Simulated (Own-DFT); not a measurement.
# A change of arrangement and its cost: C16Si16, 32 atoms

Calculated, not measured: single-point runs of Own-DFT, a retired in-house plane-wave DFT program that no person has reviewed, on unrelaxed cells, without spin or spin-orbit coupling.

All runs used: PBE; PseudoDojo norm-conserving scalar-relativistic files; cutoff 42 hartree; 5 x 5 x 3 k mesh centred on Gamma; Fermi-Dirac smearing of 0.1 eV.

Caveats: forces on such cells passed a denser k mesh, each cell not checked; stress not checked against mesh or cutoff.

All cells hold the same atoms in the same cell, with vectors in Å (6.165, 0.000, 0.000); (-3.083, 5.339, 0.000); (0.000, 0.000, 10.068). Every atom was moved at random from its ideal site; u is the rms move along one axis. E is the free energy of the cell above the lowest run. The arrangements:

- A: 2H SiC
- B: 4H SiC

```
arrangement,u (Å),E (eV),P (GPa)
A,0.0299,0.120,3.70
A,0.0311,0.314,3.85
A,0.0325,0.739,4.07
A,0.0573,3.616,6.73
A,0.0623,3.439,6.10
A,0.0624,4.331,6.97
B,0.0278,0.000,3.53
B,0.0280,0.172,3.68
B,0.0295,0.063,3.57
B,0.0567,3.701,6.58
B,0.0609,3.206,5.86
B,0.0645,3.295,5.55
```

Q: how far apart are the arrangements at u = 0?

## Answer

Fit E = a + b u², with one b for all and one a for each arrangement, and with residuals divided by u², since the noise grows with the moves. Then b = 1221 eV/Å², the scatter at u = 0.04 Å is 0.28 eV, and against A:

- B: -0.10 ± 0.13 eV (not told apart from A)

The cells share one lattice and weren't relaxed, which can shift such small differences either way.
